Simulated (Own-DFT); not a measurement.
# Energy and forces against displacement in zincblende GaP, 64 atoms (Ga32P32)

These are calculations, not measurements. The program, named Own-DFT, is a retired in-house plane-wave density functional code that no person has reviewed. Each row is one single-point run on a periodic cell that was not relaxed, without spin or spin-orbit coupling.

Settings of every run: PBE; PseudoDojo norm-conserving scalar-relativistic files; cutoff 42 hartree; 3 x 3 x 3 k mesh centred on Gamma; Fermi-Dirac smearing of 0.1 eV.

Known limits: forces on such cells passed a denser k mesh, each cell not checked; stress not checked against mesh or cutoff.

Cell vectors in Å: (10.901, 0.000, 0.000); (0.000, 10.901, 0.000); (0.000, 0.000, 10.901). In each run every atom was moved at random and independently from its ideal site; u is the rms move along one axis. E is the free energy for each atom above the fitted value at u = 0, and F the rms of the force components.

| run | u (Å) | E (meV/atom) | F (eV/Å) | largest force (eV/Å) | P (GPa) |
|---|---|---|---|---|---|
| 1 | 0.0189 | 6.1 | 0.267 | 0.93 | 2.72 |
| 2 | 0.0197 | 6.8 | 0.293 | 1.30 | 2.72 |
| 3 | 0.0465 | 38.0 | 0.672 | 2.49 | 3.16 |
| 4 | 0.0480 | 36.2 | 0.633 | 2.06 | 3.12 |
| 5 | 0.0482 | 38.6 | 0.693 | 2.45 | 3.17 |
| 6 | 0.0995 | ? | ? | ? | ? |
| 7 | 0.1047 | 192.8 | 1.650 | 5.40 | 5.22 |
| 8 | 0.1457 | 378.2 | 2.668 | 12.53 | 7.73 |
| 9 | 0.1969 | 556.1 | 2.881 | 9.70 | 10.20 |

## Worked fit

For small independent moves the energy grows as E = (3/2) K u², with K the mean stiffness felt by one atom. The runs with u up to 0.11 Å give K = 11.3 ± 0.3 eV/Å², with residuals divided by u² + 0.0006 Å², since the noise grows with the moves. The scatter is 2.0 meV/atom at u = 0.05 Å. The forces follow F = G u with G = 14.5 eV/Å²; no force at u = 0 is resolved. G exceeds K because the moves of its neighbours add to the force on an atom, and stiffness differs between atoms. At u = 0.197 Å the parabola gives 657 meV/atom and the run 556. The pressure follows P = 2.62 + 237 u² GPa: at fixed volume, shortened bonds push harder than stretched ones pull.

## Withheld run

Question: what energy and rms force should run 6 give?

The fit gives 168 ± 8 meV/atom and about 1.44 eV/Å. The calculation gave 165.7 meV/atom and 1.609 eV/Å.
